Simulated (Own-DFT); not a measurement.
# What random displacements cost in zincblende GaP, 96 atoms (Ga48P48)

All numbers below are calculated, not measured. The program, named Own-DFT, is a retired in-house plane-wave density functional code that no person has reviewed. Each row is one single-point run on a periodic cell that was not relaxed, without spin or spin-orbit coupling.

Settings of every run: PBE; PseudoDojo norm-conserving scalar-relativistic files; cutoff 42 hartree; 2 x 3 x 3 k mesh centred on Gamma; Fermi-Dirac smearing of 0.1 eV.

Known limits, some of them of some rows only: some atoms lie very close together; forces on such cells moved up to 12 meV/angstrom on a denser k mesh; forces on such cells passed a denser k mesh, each cell not checked; stress not checked against mesh or cutoff.

Cell vectors in Å: (16.352, 0.000, 0.000); (0.000, 10.901, 0.000); (0.000, 0.000, 10.901). In each run every atom was moved at random and independently from its ideal site; u is the rms move along one axis. E is the free energy for each atom above the fitted value at u = 0, and F the rms of the force components.

| run | u (Å) | E (meV/atom) | F (eV/Å) | largest force (eV/Å) | P (GPa) |
|---|---|---|---|---|---|
| 1 | 0.0193 | 7.4 | 0.292 | 1.08 | 2.71 |
| 2 | 0.0194 | 6.2 | 0.250 | 0.92 | 2.69 |
| 3 | 0.0201 | 7.6 | 0.287 | 0.99 | 2.72 |
| 4 | 0.0478 | 40.6 | 0.697 | 3.84 | 3.15 |
| 5 | 0.0528 | ? | ? | ? | ? |
| 6 | 0.0552 | 51.7 | 0.795 | 3.14 | 3.37 |
| 7 | 0.0952 | 161.4 | 1.440 | 5.26 | 4.91 |
| 8 | 0.0999 | 168.3 | 1.536 | 5.99 | 5.10 |
| 9 | 0.1010 | 213.1 | 1.859 | 6.91 | 6.02 |
| 10 | 0.1415 | 317.8 | 2.043 | 10.52 | 7.02 |
| 11 | 0.2021 | 814.0 | 4.690 | 17.61 | 13.91 |

## Worked fit

For small independent moves the energy grows as E = (3/2) K u², with K the mean stiffness felt by one atom. The runs with u up to 0.11 Å give K = 12.1 ± 0.5 eV/Å², with residuals divided by u² + 0.0006 Å², since the noise grows with the moves. The scatter is 4.0 meV/atom at u = 0.05 Å. The forces follow F = G u with G = 15.1 eV/Å²; no force at u = 0 is resolved. G exceeds K because the moves of its neighbours add to the force on an atom, and stiffness differs between atoms. At u = 0.202 Å the parabola gives 742 meV/atom and the run 814. The pressure follows P = 2.56 + 286 u² GPa: at fixed volume, shortened bonds push harder than stretched ones pull.

## Withheld run

Question: what energy and rms force should run 5 give?

The fit gives 51 ± 5 meV/atom and about 0.80 eV/Å. The calculation gave 44.3 meV/atom and 0.701 eV/Å.
